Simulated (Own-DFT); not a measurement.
# Computed records: SiC (4H silicon carbide, atoms displaced), GaP (zincblende, strained, atoms displaced)

A calculation, not a measurement: plane-wave PBE density functional theory by an unreviewed code, no spin, of a simulated periodic cell, stress positive in tension, free energy of the whole cell less one offset for each atom, forces on such cells passed a denser k mesh, this cell's mesh not checked; offsets are fitted by least squares, one for each functional and potential file, so energies compare only between cells with the same atoms and settings and are not formation energies; the far tail of each file's local potential was reset to the Coulomb form; each entry is a single point on an unrelaxed cell, so the pressure reflects the starting lattice, mostly measured values (interpolated for alloys), from which strain is counted, and rises with the displacements; printed positions are rounded, which can move forces by about a meV/angstrom; the program, named Own-DFT, is a retired in-house code; no spin-orbit coupling. Program: Own-DFT development build.

Settings shared by all entries: functional PBE; potential files PseudoDojo norm-conserving, scalar-relativistic, standard set; wave cutoff 42 hartree; occupations Fermi-Dirac; smearing width 0.1 eV.

(1) SiC (4H silicon carbide, atoms displaced)

```
cell vectors (Å)
   6.1654     0.0000     0.0000
  -3.0827     5.3394     0.0000
   0.0000     0.0000    10.0681
atoms (fractions of the cell vectors)
Si  0.97613  0.98431  0.41670
Si  0.16125  0.34345  0.14742
C   0.97725  0.97365  0.08453
C   0.16984  0.34528  0.36225
Si  0.98941  0.48957  0.40263
Si  0.17814  0.85182  0.15976
C   0.01615  0.51684  0.08778
C   0.17488  0.81447  0.33509
Si  0.50160  0.99719  0.42199
Si  0.67807  0.33558  0.14923
C   0.52276  0.04190  0.09398
C   0.64546  0.32410  0.34410
Si  0.46555  0.47996  0.41515
Si  0.64583  0.81155  0.13647
C   0.46283  0.50485  0.08761
C   0.67661  0.82178  0.34063
Si  0.00219  0.00380  0.91458
Si  0.82826  0.65509  0.64135
C   0.96888  0.02798  0.59470
C   0.84250  0.69236  0.84199
Si  0.01493  0.48901  0.90088
Si  0.83602  0.16579  0.66142
C   0.97250  0.49316  0.57652
C   0.83141  0.16562  0.83657
Si  0.52177  0.98009  0.90063
Si  0.33062  0.65105  0.64250
C   0.46172  0.97498  0.60088
C   0.31995  0.61293  0.84572
Si  0.53302  0.50547  0.90517
Si  0.33851  0.17479  0.65988
C   0.49841  0.50234  0.59696
C   0.31167  0.14133  0.82965
```

- hardware: one NVIDIA H100
- k mesh: 5 x 5 x 3 centred on Gamma
- free energy of cell above offsets: 4.826 eV
- pressure: 10.94 GPa
- stress xx: -11.85 GPa
- stress yy: -8.08 GPa
- stress zz: -12.89 GPa
- stress yz: -1.88 GPa
- stress xz: 3.75 GPa
- stress xy: -0.81 GPa
- wall time: 127.5 s

Force:
```csv
element,x (eV/Å),y (eV/Å),z (eV/Å)
Si,2.021,1.635,-2.206
Si,-1.154,-2.877,2.911
C,0.665,2.33,3.305
C,-2.82,-4.296,-4.138
Si,-1.614,0.441,-2.26
Si,0.257,-0.442,-1.834
C,-1.597,-0.225,0.171
C,-1.409,1.519,3.226
Si,0.129,-0.76,-4.16
Si,-1.294,4.473,2.967
C,-0.007,-6.754,-2.826
C,0.85,0.054,0.032
Si,5.409,3.034,-1.636
Si,-0.094,3.8,4.513
C,5.08,-1.698,-1.525
C,-2.86,-0.778,0.029
Si,1.014,0.473,-4.365
Si,-1.564,3.357,3.082
C,8.577,-5.514,-2.423
C,2.388,-2.566,-1.32
Si,-3.459,1.007,0.87
Si,-6.744,2.789,-0.025
C,2.513,-0.487,3.527
C,1.069,0.3,2.162
Si,-4.664,-0.255,0.104
Si,-3.062,-0.237,3.237
C,1.696,2.211,-0.14
C,1.594,4.145,-2.426
Si,-2.626,-3.077,-0.796
Si,-1.959,-1.323,-1.937
C,1.073,-1.525,-1.054
C,2.594,1.248,4.935
```

(2) SiC (4H silicon carbide, atoms displaced)

```
cell vectors (Å)
  12.3308     0.0000     0.0000
  -6.1654    10.6788     0.0000
   0.0000     0.0000    10.0681
atoms (fractions of the cell vectors)
Si  0.00036  0.00382  0.40529
Si  0.08689  0.16557  0.15191
C   0.00457  0.00265  0.09284
C   0.07732  0.16357  0.34075
Si  0.99824  0.24712  0.40618
Si  0.08111  0.41670  0.15463
C   0.00166  0.25248  0.09458
C   0.08242  0.41840  0.34712
Si  0.00213  0.50062  0.40611
Si  0.08280  0.66462  0.15668
C   0.99998  0.50291  0.09300
C   0.08695  0.66456  0.34823
Si  0.00011  0.75361  0.40677
Si  0.08982  0.91973  0.15173
C   0.99879  0.74897  0.09500
C   0.08325  0.91350  0.33956
Si  0.24745  0.99322  0.40662
Si  0.32933  0.16305  0.15685
C   0.25606  0.00597  0.08963
C   0.33248  0.16808  0.34490
Si  0.25109  0.25028  0.40547
Si  0.33242  0.41565  0.15365
C   0.24771  0.25103  0.09737
C   0.33356  0.41787  0.33939
Si  0.24814  0.49759  0.40374
Si  0.33369  0.66528  0.15402
C   0.25098  0.49881  0.09257
C   0.33662  0.66910  0.34315
Si  0.24927  0.74711  0.41058
Si  0.33126  0.91481  0.15035
C   0.24559  0.74300  0.09095
C   0.33488  0.92071  0.34449
Si  0.49611  0.00056  0.40554
Si  0.58319  0.16557  0.15809
C   0.50270  0.00058  0.09534
C   0.58417  0.16611  0.34419
Si  0.50122  0.24736  0.40425
Si  0.58256  0.41732  0.15630
C   0.49970  0.24765  0.09555
C   0.58356  0.41656  0.34659
Si  0.49499  0.49803  0.40209
Si  0.58539  0.66899  0.15713
C   0.49806  0.49961  0.09465
C   0.58329  0.66433  0.34577
Si  0.50018  0.75253  0.40462
Si  0.58631  0.91537  0.15825
C   0.49542  0.74537  0.09199
C   0.57606  0.90932  0.34332
Si  0.74508  0.99475  0.40455
Si  0.83435  0.16971  0.15665
C   0.74977  0.99614  0.09434
C   0.83326  0.16722  0.34563
Si  0.74960  0.25348  0.40622
Si  0.83331  0.41793  0.15565
C   0.74767  0.24979  0.09134
C   0.83417  0.41627  0.34346
Si  0.74869  0.50148  0.40549
Si  0.83095  0.66667  0.15952
C   0.75074  0.49981  0.09347
C   0.83130  0.66575  0.34904
Si  0.75434  0.74686  0.40579
Si  0.82836  0.91089  0.15662
C   0.75128  0.75041  0.09125
C   0.82855  0.91773  0.34733
Si  0.00172  0.99939  0.90618
Si  0.91891  0.83437  0.65715
C   0.99822  0.99827  0.59585
C   0.91672  0.83464  0.84030
Si  0.00149  0.75178  0.90994
Si  0.91165  0.57992  0.65192
C   0.00259  0.75378  0.59271
C   0.91376  0.58686  0.84245
Si  0.99852  0.49690  0.91183
Si  0.91201  0.32821  0.66024
C   0.00254  0.50366  0.59392
C   0.91640  0.33322  0.84525
Si  0.00172  0.24912  0.90929
Si  0.91359  0.08099  0.65706
C   0.00071  0.25348  0.59415
C   0.91798  0.08630  0.84905
Si  0.74943  0.99600  0.90426
Si  0.66097  0.83013  0.65798
C   0.75126  0.00313  0.59214
C   0.66218  0.83011  0.84096
Si  0.74751  0.75151  0.90323
Si  0.66703  0.58263  0.65359
C   0.75043  0.75235  0.58936
C   0.66826  0.58594  0.84481
Si  0.75079  0.49632  0.90707
Si  0.67151  0.33621  0.65702
C   0.74701  0.49835  0.59612
C   0.67178  0.33161  0.83852
Si  0.74748  0.24639  0.90416
Si  0.67034  0.08553  0.65747
C   0.74960  0.25220  0.59195
C   0.67083  0.08392  0.84033
Si  0.49524  0.00089  0.90836
Si  0.41802  0.83175  0.65503
C   0.50186  0.99981  0.59468
C   0.41902  0.83557  0.84357
Si  0.49758  0.74477  0.90604
Si  0.41548  0.58502  0.65461
C   0.50175  0.75487  0.59407
C   0.41999  0.58274  0.84121
Si  0.50106  0.49918  0.90400
Si  0.41140  0.33358  0.65495
C   0.49751  0.50250  0.59416
C   0.41483  0.32882  0.85013
Si  0.50255  0.25108  0.91104
Si  0.41475  0.08066  0.65498
C   0.50198  0.25164  0.60014
C   0.41938  0.08660  0.84336
Si  0.24789  0.00291  0.90929
Si  0.16721  0.83291  0.65738
C   0.24780  0.99683  0.59331
C   0.16881  0.83085  0.84804
Si  0.25235  0.75021  0.91035
Si  0.16929  0.58639  0.65716
C   0.25104  0.75125  0.59035
C   0.16400  0.58326  0.84607
Si  0.24714  0.49383  0.90943
Si  0.16379  0.33370  0.65918
C   0.24980  0.49954  0.59266
C   0.16652  0.33339  0.84351
Si  0.24827  0.24815  0.90509
Si  0.16751  0.08301  0.65297
C   0.25271  0.25442  0.59678
C   0.16960  0.08276  0.84651
```

* k mesh: 3 x 3 x 3 centred on Gamma
* free energy of cell above offsets: -19.476 eV
* pressure: 3.63 GPa
* stress xx: -3.27 GPa
* stress yy: -3.19 GPa
* stress zz: -4.42 GPa
* stress yz: -0.39 GPa
* stress xz: -0.08 GPa
* stress xy: 0.17 GPa

Force:
```csv
element,x (eV/Å),y (eV/Å),z (eV/Å)
Si,-0.01,-1.44,0.107
Si,-1.794,0.256,1.018
C,-0.49,-1.196,0.01
C,1.392,1.044,0.346
Si,-0.386,0.827,0.113
Si,0.568,0.352,0.765
C,0.112,-0.599,-0.015
C,0.574,-0.965,-1.06
Si,-0.608,-0.254,0.792
Si,-0.327,0.541,0.605
C,0.097,-0.998,0.74
C,-1.459,0.705,-1.001
Si,1.029,-1.111,-0.041
Si,-0.935,-0.676,0.479
C,0.202,0.399,0.43
C,-0.612,1.1,0.298
Si,-0.656,1.486,-0.121
Si,0.536,1.859,0.34
C,-0.405,-1.624,0.804
C,0.48,-1.094,0.051
Si,-0.877,0.128,0.052
Si,0.12,0.34,0.311
C,1.2,-0.368,-1.214
C,-0.564,-0.811,0.497
Si,0.131,0.829,0.288
Si,-0.328,-0.207,0.632
C,-0.692,-0.149,0.469
C,-0.601,-0.886,0.059
Si,0.48,0.886,-1.515
Si,0.848,0.019,1.1
C,0.296,1.346,1.09
C,-0.18,-1.63,-0.833
Si,1.325,-0.195,0.475
Si,-0.017,0.139,-0.271
C,-0.331,-0.548,-0.129
C,0.026,-0.047,0.005
Si,-0.764,0.675,1.193
Si,0.145,-0.344,0.193
C,-0.341,0.401,0.354
C,-0.342,-0.181,-0.586
Si,0.992,0.372,0.994
Si,-0.485,-0.9,0.003
C,0.563,0.297,-0.441
C,0.031,0.766,-0.312
Si,0.693,-1.632,0.614
Si,-1.05,-0.483,-0.741
C,0.988,1.031,0.13
C,0.302,2.313,-0.052
Si,-0.74,1.245,0.461
Si,0.088,-0.776,-0.044
C,-0.189,0.763,-0.322
C,-0.646,-0.43,-0.25
Si,0.81,-0.768,-0.042
Si,0.025,-0.481,0.126
C,0.424,0.1,0.343
C,-0.464,0.836,0.02
Si,0.517,-0.996,0.533
Si,0.671,-0.121,-0.62
C,-0.494,0.116,0.359
C,1.392,0.003,-1.225
Si,-2.704,1.211,0.461
Si,1.055,1.644,0.413
C,-0.382,-0.424,0.177
C,1.88,-1.11,-0.95
Si,-0.462,0.199,-0.229
Si,-0.608,-0.448,-0.614
C,0.299,0.899,-0.606
C,0.056,-0.02,1.264
Si,-0.334,-0.625,-1.038
Si,1.03,1.251,0.947
C,-0.271,-0.839,0.127
C,1.224,-0.701,0.359
Si,-0.789,1.084,-2.057
Si,0.429,1.839,-0.83
C,-0.347,-1.062,0.136
C,0.258,-0.477,0.588
Si,-0.923,0.551,-0.367
Si,0.509,0.901,0.157
C,0.113,-1.289,0.093
C,0.416,-1.137,-0.807
Si,-0.452,0.636,0.395
Si,1.358,1.102,-1.089
C,-0.197,-1.101,0.268
C,0.399,0.37,0.81
Si,1.044,-0.34,-0.071
Si,-0.911,0.599,0.564
C,0.309,-0.489,1.165
C,0.224,-0.999,-0.239
Si,-0.541,0.977,-0.606
Si,-1.155,-0.975,-0.439
C,0.262,0.364,-1.23
C,-1.312,0.358,1.703
Si,0.835,0.329,0.26
Si,-0.812,-0.204,-0.801
C,0.359,-0.365,0.194
C,-0.841,-0.713,1.142
Si,1.751,0.065,-0.666
Si,-0.907,1.005,0.402
C,-0.303,0.042,-0.355
C,-0.185,-0.758,0.386
Si,-0.51,0.791,-0.12
Si,0.223,0.012,0.009
C,-0.174,-1.439,-0.667
C,-1.25,-0.634,0.426
Si,0.037,-0.121,0.37
Si,2.238,0.634,1.064
C,0.559,-0.514,-0.56
C,-0.105,0.927,-0.942
Si,0.196,-0.214,-1.212
Si,0.505,0.843,0.363
C,-0.464,-0.294,-1.377
C,-0.881,-0.605,0.412
Si,2.057,-0.725,-1.523
Si,0.02,-0.325,0.387
C,0.136,0.416,-0.008
C,-0.773,1.002,-0.201
Si,0.01,-0.494,-1.448
Si,-0.495,-0.666,0.083
C,0.288,0.029,1.465
C,1.033,-0.268,0.097
Si,0.023,1.858,-1.122
Si,0.408,0.319,-0.758
C,-0.221,0.223,0.081
C,0.143,-0.761,0.45
Si,0.313,0.336,0.633
Si,-0.253,0.178,0.706
C,-1.383,-1.39,-0.969
C,-1.325,0.267,-1.023
```

(3) GaP (zincblende, strained, atoms displaced)

```
cell vectors (Å)
  10.8620     0.0000     0.0000
   0.0000    10.8620     0.0000
   0.0000     0.0000    10.9361
atoms (fractions of the cell vectors)
Ga  0.00183  0.00911  0.00080
Ga  0.99444  0.24685  0.25614
Ga  0.25522  0.00745  0.24226
Ga  0.24762  0.25710  0.00626
P   0.12873  0.13294  0.12692
P   0.12318  0.37713  0.37613
P   0.37960  0.13743  0.37703
P   0.38145  0.37532  0.12518
Ga  0.99081  0.99699  0.49814
Ga  0.99749  0.26062  0.75174
Ga  0.25471  0.99654  0.75109
Ga  0.25866  0.24451  0.49957
P   0.13098  0.12338  0.63039
P   0.12184  0.38056  0.86912
P   0.38173  0.12573  0.87236
P   0.37563  0.37571  0.62535
Ga  0.00373  0.50779  0.00144
Ga  0.00364  0.75539  0.25403
Ga  0.25257  0.50970  0.25166
Ga  0.25494  0.75628  0.00021
P   0.12512  0.62391  0.13237
P   0.12999  0.88119  0.37537
P   0.37496  0.63289  0.37222
P   0.37148  0.87353  0.12692
Ga  0.00342  0.50384  0.50495
Ga  0.00806  0.74308  0.74723
Ga  0.24904  0.50313  0.75024
Ga  0.25097  0.75049  0.50971
P   0.13087  0.63107  0.63078
P   0.12287  0.86676  0.87712
P   0.37332  0.62667  0.87125
P   0.38038  0.87757  0.62364
Ga  0.50362  0.00187  0.00104
Ga  0.49848  0.24796  0.24640
Ga  0.75116  0.99488  0.24810
Ga  0.75507  0.24890  0.99333
P   0.63359  0.13328  0.12888
P   0.61900  0.37738  0.37583
P   0.87848  0.12714  0.37713
P   0.87290  0.37491  0.12778
Ga  0.50410  0.00324  0.49559
Ga  0.50566  0.24953  0.74976
Ga  0.75144  0.99617  0.75270
Ga  0.74716  0.25516  0.50442
P   0.62231  0.12634  0.63011
P   0.63359  0.38071  0.86808
P   0.88135  0.11740  0.86817
P   0.87383  0.37235  0.62469
Ga  0.49983  0.50153  0.01027
Ga  0.49089  0.74852  0.25308
Ga  0.75078  0.49884  0.24417
Ga  0.75218  0.74635  0.00489
P   0.62964  0.61711  0.12675
P   0.63093  0.87659  0.37093
P   0.87137  0.62040  0.37528
P   0.87587  0.87682  0.12302
Ga  0.50364  0.50622  0.49747
Ga  0.49357  0.75459  0.75038
Ga  0.74825  0.51119  0.74632
Ga  0.74552  0.75342  0.49801
P   0.62808  0.62255  0.61967
P   0.62401  0.87737  0.87497
P   0.87720  0.61824  0.87690
P   0.87243  0.88066  0.62170
```

- hardware: one NVIDIA H100
- k mesh: 3 x 3 x 3 centred on Gamma
- free energy of cell above offsets: -33.365 eV
- pressure: 3.55 GPa
- stress xx: -3.72 GPa
- stress yy: -3.63 GPa
- stress zz: -3.31 GPa
- stress yz: 0.37 GPa
- stress xz: -0.14 GPa
- stress xy: -0.14 GPa
- wall time: 517.7 s

Force:
```csv
element,x (eV/Å),y (eV/Å),z (eV/Å)
Ga,0.46,-0.879,0.074
Ga,0.653,0.95,-0.511
Ga,-0.109,0.027,1.135
Ga,0.515,0.003,-1.325
P,-0.711,-0.268,0.01
P,0.717,-0.151,0.121
P,0.18,-1.948,-0.92
P,-1.095,0.314,0.438
Ga,1.547,0.693,0.174
Ga,0.368,-1.296,-0.456
Ga,-0.329,0.052,0.407
Ga,-1.519,1.122,0.805
P,-0.766,0.168,-0.511
P,0.468,0.049,1.231
P,-0.785,0.199,0.793
P,0.269,0.383,-0.053
Ga,-0.039,-1.058,0.482
Ga,-0.398,-0.32,0.171
Ga,-0.076,-1.347,0.166
Ga,-0.744,-1.097,-0.024
P,0.217,0.972,-0.91
P,0.01,-0.088,0.233
P,-0.496,-0.781,1.514
P,1.027,0.672,-0.275
Ga,-0.214,-0.244,-0.209
Ga,-1.644,1.011,0.688
Ga,0.484,-0.56,-0.129
Ga,0.225,0.725,-1.092
P,-0.188,-1.149,-1.007
P,0.231,1.227,0.007
P,0.407,-0.184,1.002
P,-0.217,0.232,-0.384
Ga,0.008,0.323,0.453
Ga,0.757,0.561,0.28
Ga,0.492,0.996,-0.004
Ga,0.179,0.258,-0.141
P,-0.468,-0.916,-0.52
P,0.675,-0.208,-0.493
P,-1.396,-0.426,0.194
P,0.818,-0.341,-0.787
Ga,0.093,0.049,0.056
Ga,-0.418,0.883,0.312
Ga,-0.382,0.293,-0.389
Ga,-0.267,-0.524,-0.57
P,0.87,-0.542,-0.665
P,-0.883,-0.265,0.823
P,-0.331,1.123,0.342
P,0.05,1.209,0.121
Ga,0.376,-0.111,-1.806
Ga,1.663,0.636,-0.805
Ga,-0.009,-0.589,1.252
Ga,-0.164,0.199,-0.681
P,-0.852,1.594,0.128
P,-1.289,-0.223,0.052
P,0.465,0.78,0.077
P,0.495,-0.09,0.041
Ga,-0.848,-0.523,0.038
Ga,1.028,-0.525,-0.13
Ga,0.704,-1.038,0.024
Ga,0.717,-0.377,0.052
P,-0.728,1.401,0.501
P,0.266,-0.829,0.392
P,-0.15,1.264,-0.436
P,0.075,-1.473,0.643
```
